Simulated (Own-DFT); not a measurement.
# Which defects push the lattice out? C11b WSi2

Source: density functional calculations with Own-DFT, an unreviewed in-house program that is no longer used. Nothing was measured or relaxed, and spin and spin-orbit coupling are left out.

All runs used: PBE; PseudoDojo norm-conserving scalar-relativistic files; cutoff 50 hartree; 5 x 5 x 5 k mesh centred on Gamma; cold (Marzari-Vanderbilt) smearing of 0.2 eV.

Known weak points: forces on such cells failed a check on a denser k mesh; stress not checked against mesh or cutoff.

All runs share one cell, with vectors in Å (-2.148, -5.953, 3.409); (-6.444, 2.976, 1.136); (-2.553, -2.948, -6.757) and a volume of 403.2 Å³. u is the rms random offset of the atoms per axis. The defect's site can differ from row to row.

| cell | formula | u (Å) | P (GPa) |
|---|---|---|---|
| no defect | Si20W10 | 0.0185 | 4.35 |
| no defect | Si20W10 | 0.0210 | 4.29 |
| no defect | Si20W10 | 0.0486 | 5.84 |
| one W vacancy | Si20W9 | 0.0257 | 3.66 |
| one W vacancy | Si20W9 | 0.0316 | 3.29 |
| one W vacancy | Si20W9 | 0.0529 | 4.68 |
| one W on a Si site | Si19W11 | 0.0293 | 9.77 |
| one W on a Si site | Si19W11 | 0.0300 | 9.70 |
| one W on a Si site | Si19W11 | 0.0544 | 12.57 |
| one Si vacancy | Si19W10 | 0.0278 | 3.19 |
| one Si vacancy | Si19W10 | 0.0278 | 3.60 |
| one Si vacancy | Si19W10 | 0.0473 | 4.07 |
| one Si vacancy | Si19W10 | 0.0531 | ? |
| one Si on a W site | Si21W9 | 0.0308 | 6.19 |
| one Si on a W site | Si21W9 | 0.0460 | 7.81 |
| one Si on a W site | Si21W9 | 0.0471 | 7.24 |

## Analysis

P = P0 + c u² + a shift for each defect gives P0 = 3.92 GPa, c = 866 ± 134 GPa/Å² and a scatter of 0.44 GPa. The shifts, and each times the cell's volume:

- one W on a Si site: 5.39 ± 0.36 GPa, 13.6 eV
- one Si on a W site: 1.63 ± 0.37 GPa, 4.1 eV
- one W vacancy: -1.33 ± 0.36 GPa, -3.3 eV
- one Si vacancy: -1.39 ± 0.36 GPa, -3.5 eV

Positive is outwards. The product with the volume (160.2 GPa Å³ to the eV) is nearly free of the cell's size; divided by the bulk modulus at the cell's pressure it gives the volume that the defect adds. The atoms around the defects weren't relaxed, which would change these numbers.

## Test on the hidden row

Q: what pressure belongs in the blank (one Si vacancy, u = 0.0531 Å)?

The fit gives 4.97 ± 0.55 GPa. The hidden result is 4.32 GPa.
